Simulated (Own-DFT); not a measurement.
# Shaking the atoms of zincblende GaP, 96 atoms (Ga48P48)

Calculated results; nothing here was measured. They come from Own-DFT, an in-house plane-wave density functional program, since retired, whose code no person has reviewed. Each row is one single-point run on a periodic cell that was not relaxed, without spin or spin-orbit coupling.

Settings of every run: PBE; PseudoDojo norm-conserving scalar-relativistic files; cutoff 42 hartree; 2 x 3 x 3 k mesh centred on Gamma; Fermi-Dirac smearing of 0.1 eV.

Known limits, some of them of some rows only: some atoms lie very close together; forces on such cells moved up to 12 meV/angstrom on a denser k mesh; forces on such cells passed a denser k mesh, each cell not checked; stress not checked against mesh or cutoff.

Cell vectors in Å: (16.352, 0.000, 0.000); (0.000, 10.901, 0.000); (0.000, 0.000, 10.901). In each run every atom was moved at random and independently from its ideal site; u is the rms move along one axis. E is the free energy for each atom above the fitted value at u = 0, and F the rms of the force components.

| run | u (Å) | E (meV/atom) | F (eV/Å) | largest force (eV/Å) | P (GPa) |
|---|---|---|---|---|---|
| 1 | 0.0197 | 7.5 | 0.280 | 0.86 | 2.72 |
| 2 | 0.0199 | 7.3 | 0.276 | 0.98 | 2.71 |
| 3 | 0.0217 | 7.9 | 0.283 | 0.87 | 2.72 |
| 4 | 0.0491 | 43.3 | 0.718 | 2.42 | 3.23 |
| 5 | 0.0515 | 41.6 | 0.674 | 2.56 | 3.17 |
| 6 | 0.0561 | ? | ? | ? | ? |
| 7 | 0.0967 | 174.8 | 1.544 | 5.28 | 5.03 |
| 8 | 0.0990 | 180.7 | 1.647 | 6.10 | 5.25 |
| 9 | 0.1474 | 373.3 | 2.604 | 17.36 | 7.98 |
| 10 | 0.1996 | 702.1 | 3.703 | 16.21 | 12.61 |

## Worked fit

For small independent moves the energy grows as E = (3/2) K u², with K the mean stiffness felt by one atom. The runs with u up to 0.11 Å give K = 11.9 ± 0.4 eV/Å², with residuals divided by u² + 0.0006 Å², since the noise grows with the moves. The scatter is 3.0 meV/atom at u = 0.05 Å. The forces follow F = G u with G = 14.5 eV/Å²; no force at u = 0 is resolved. G exceeds K because the moves of its neighbours add to the force on an atom, and stiffness differs between atoms. At u = 0.200 Å the parabola gives 711 meV/atom and the run 702. The pressure follows P = 2.58 + 266 u² GPa: at fixed volume, shortened bonds push harder than stretched ones pull.

## Withheld run

Question: what energy and rms force should run 6 give?

The fit gives 56 ± 4 meV/atom and about 0.81 eV/Å. The calculation gave 53.3 meV/atom and 0.780 eV/Å.
